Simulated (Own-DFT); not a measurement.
Simulation results for SiGe$_{3}$ (layered order of Si and Ge on the diamond lattice, atoms displaced)

A calculation, not a measurement: plane-wave density functional theory by an unreviewed code, no spin, of a simulated periodic cell, stress positive in tension, run twice, with PBE and with PBEsol, both on files made for PBE, so the change isn't that of files made for PBEsol, forces on such cells moved up to 12 meV/angstrom on a denser k mesh; the far tail of each file's local potential was reset to the Coulomb form; each entry is a single point on an unrelaxed cell, so the pressure reflects the starting lattice, mostly measured values (interpolated for alloys), from which strain is counted, and rises with the displacements; printed positions are rounded, which can move forces by about a meV/angstrom; the program, named Own-DFT, is a retired in-house code; no spin-orbit coupling; stress was not checked against mesh or cutoff. Program: Own-DFT development build.

```xyz
64
Lattice="11.2025 0.0000 0.0000 0.0000 11.2025 0.0000 0.0000 0.0000 11.2025" Properties=species:S:1:pos:R:3:PBE_force_x:R:1:PBE_force_y:R:1:PBE_force_z:R:1:PBEsol_force_x:R:1:PBEsol_force_y:R:1:PBEsol_force_z:R:1 formula=SiGe3 functional=PBE,then_PBEsol potential_files=PseudoDojo_norm-conserving,scalar-relativistic,standard_set wave_cutoff=42 occupations=Fermi-Dirac smearing_width=0.1 k_mesh=3_x_3_x_3_centred_on_Gamma PBE_pressure=4 PBE_stress_xx=-3.97 PBE_stress_yy=-4.08 PBE_stress_zz=-3.94 PBE_stress_yz=-1.2 PBE_stress_xz=0.44 PBE_stress_xy=0.8 PBEsol_pressure=1.29 PBEsol_stress_xx=-1.26 PBEsol_stress_yy=-1.37 PBEsol_stress_zz=-1.23 PBEsol_stress_yz=-1.16 PBEsol_stress_xz=0.42 PBEsol_stress_xy=0.74 rms_change_of_force_components_from_PBE_to_PBEsol=0.047
Ge     0.1623    11.1570     0.0066     -1.953      0.898      0.473     -1.902      0.887      0.544
Ge     0.0032     2.8176     2.7376     -0.546      0.924      1.533     -0.521      0.883      1.482
Ge     2.8334    11.1522     2.7259     -0.747      0.137      0.968     -0.734      0.144      0.942
Ge     2.7418     2.7223     0.0891      0.533      1.091     -1.442        0.5      1.058     -1.325
Ge     1.3682     1.4400     1.5069       0.58     -1.144     -0.769      0.574     -1.106     -0.757
Ge     1.5000     4.2805     4.1750     -1.106     -0.611      0.141     -1.058     -0.583      0.125
Ge     4.1482     1.3426     4.2493      1.072     -0.233      -1.43      1.053     -0.211     -1.376
Ge     4.1224     4.2894     1.4470      1.081     -1.597     -0.468      1.038     -1.531     -0.444
Ge    11.1984    11.1943     5.6793     -0.492      -0.26      0.036     -0.467     -0.247      0.021
Si    11.1378     2.7199     8.3574      -0.06          1      1.536     -0.049      0.986      1.424
Si     2.8163     0.0524     8.5983     -1.345     -1.621     -2.087     -1.361     -1.626     -2.131
Ge     2.9108     2.8104     5.5009     -1.415      0.701      1.857      -1.37       0.68      1.779
Ge     1.3122     1.4440     7.0392      1.935     -0.339      0.061      1.868     -0.356      -0.01
Si     1.2820     4.2280     9.8415      0.993     -0.989     -0.951      0.963     -0.958     -0.867
Si     4.1782     1.3263     9.7488      1.453      1.625      1.546      1.466      1.627      1.613
Ge     4.1941     4.2486     7.1106      1.459     -1.141     -1.194      1.435     -1.121     -1.238
Ge    11.0955     5.6153    11.1507      0.737      0.279      0.814      0.712       0.26      0.856
Ge    11.1185     8.3052     2.7591      1.839      0.656      0.654      1.771      0.648      0.636
Ge     2.8059     5.6538     2.7859      0.389       0.33      0.733      0.379      0.306      0.712
Ge     2.8552     8.3553    11.1393     -1.515      0.838      0.077     -1.479      0.833      0.168
Ge     1.4988     7.0325     1.4312     -1.328     -0.229      -0.88     -1.282     -0.222     -0.834
Ge     1.3614     9.8219     4.2631     -0.726      0.301     -1.877     -0.689      0.281     -1.806
Ge     4.1768     6.9355     4.3425     -0.031      0.902     -1.501     -0.029      0.878     -1.467
Ge     4.1530     9.7878     1.2942      0.787     -0.687       0.95      0.764     -0.655       0.92
Ge     0.0398     5.7220     5.5792     -1.044     -1.581     -0.558     -0.997     -1.518     -0.539
Si     0.0642     8.4000     8.3476     -0.292      0.054      0.853     -0.281      0.051       0.74
Si     2.9198     5.5745     8.4153     -2.562       0.78          1     -2.512      0.741      0.899
Ge     2.7804     8.5045     5.4817      0.521     -0.956       1.78      0.505     -0.934      1.719
Ge     1.3587     7.0052     6.9480      2.061        0.6      1.112      1.986      0.571      0.999
Si     1.3360     9.7717     9.8686      1.407     -0.548     -1.465      1.378     -0.532     -1.351
Si     4.1046     6.9968     9.8503      1.729     -0.638     -1.434      1.699     -0.611      -1.31
Ge     4.2545     9.7713     6.9921     -0.308      0.943      0.484     -0.307      0.915      0.405
Ge     5.6129    11.1691     0.0784     -0.371      0.369     -1.758     -0.363      0.358     -1.636
Ge     5.6709     2.8049     2.8818     -0.859       0.02     -0.721     -0.837      0.029     -0.689
Ge     8.3624    11.1734     2.8169      0.797       0.07     -0.012      0.774      0.057     -0.016
Ge     8.4249     2.8088    11.1787     -0.191     -0.061     -0.639     -0.189      -0.06     -0.548
Ge     7.0217     1.3595     1.3318      0.149      0.836      0.966      0.142      0.799      0.948
Ge     6.9545     4.3299     4.2523      1.408     -1.858     -0.591      1.356     -1.795      -0.58
Ge     9.8331     1.4144     4.2488      0.092      -0.59     -0.946      0.076     -0.566     -0.907
Ge     9.7083     4.2379     1.4653      0.629     -0.276     -0.723      0.612      -0.27     -0.699
Ge     5.6963     0.1123     5.5554     -0.671     -1.768      0.122     -0.661     -1.707      0.113
Si     5.6842     2.8006     8.4267     -0.996      0.046      0.386     -0.978      0.032      0.301
Si     8.3714    11.1552     8.3883      0.231      0.376     -0.196      0.237      0.374     -0.288
Ge     8.4418     2.7465     5.5898     -0.581      1.391      0.042     -0.554      1.344      0.049
Ge     6.9835     1.4555     6.9743      0.811     -0.273      1.011      0.793     -0.272      0.892
Si     7.0418     4.2287     9.7382     -0.193      0.061      0.459     -0.189      0.064      0.531
Si     9.7642     1.3383     9.7627        0.6     -0.178      0.064      0.585     -0.169      0.143
Ge     9.8294     4.1553     7.0022      0.134      0.509     -0.227      0.115      0.487     -0.284
Ge     5.5575     5.6223     0.0057      0.268     -0.366     -0.603      0.257     -0.353      -0.51
Ge     5.6141     8.3298     2.7764     -1.568     -0.129     -0.029     -1.493     -0.124     -0.021
Ge     8.4043     5.6376     2.8516     -0.343      0.158      0.141     -0.338      0.157      0.134
Ge     8.3664     8.4200    11.1090      0.749       0.09      0.342      0.731      0.077      0.396
Ge     7.0068     6.9791     1.4153      0.358      0.104     -0.857      0.334      0.104     -0.815
Ge     6.9522     9.7007     4.1180      0.482      0.901      1.098      0.469      0.881      1.057
Ge     9.7569     7.1007     4.1951     -0.061     -1.048      0.636     -0.058     -1.021      0.608
Ge     9.8969     9.7720     1.4839     -1.269      0.825     -1.609     -1.227      0.789     -1.543
Ge     5.6755     5.6491     5.5748     -1.051      0.011      2.141     -1.016      0.018      2.059
Si     5.5684     8.3368     8.4088      -0.01      0.724      1.037     -0.002      0.711      0.945
Si     8.4788     5.5682     8.3950      -0.07       0.44      0.261     -0.053      0.431      0.174
Ge     8.3452     8.3421     5.6688     -0.464      0.467     -1.031     -0.434      0.448     -1.005
Ge     7.0017     7.0101     7.0666      0.061     -0.815      0.725      0.068      -0.79      0.612
Si     7.0123     9.8999     9.7937     -0.754     -1.069     -0.438     -0.763      -1.06     -0.341
Si     9.8819     7.0453     9.7433     -0.921      0.155     -0.468     -0.909       0.15     -0.377
Ge     9.7535     9.6525     6.9876       0.49      1.389      0.866      0.461      1.342      0.769
```

Units: wave_cutoff in hartree; smearing_width in eV; PBE_pressure, PBE_stress_xx, PBE_stress_yy, PBE_stress_zz, PBE_stress_yz, PBE_stress_xz, PBE_stress_xy, PBEsol_pressure, PBEsol_stress_xx, PBEsol_stress_yy, PBEsol_stress_zz, PBEsol_stress_yz, PBEsol_stress_xz, PBEsol_stress_xy in GPa; rms_change_of_force_components_from_PBE_to_PBEsol, PBE_force_x, PBE_force_y, PBE_force_z, PBEsol_force_x, PBEsol_force_y, PBEsol_force_z in eV/Å.
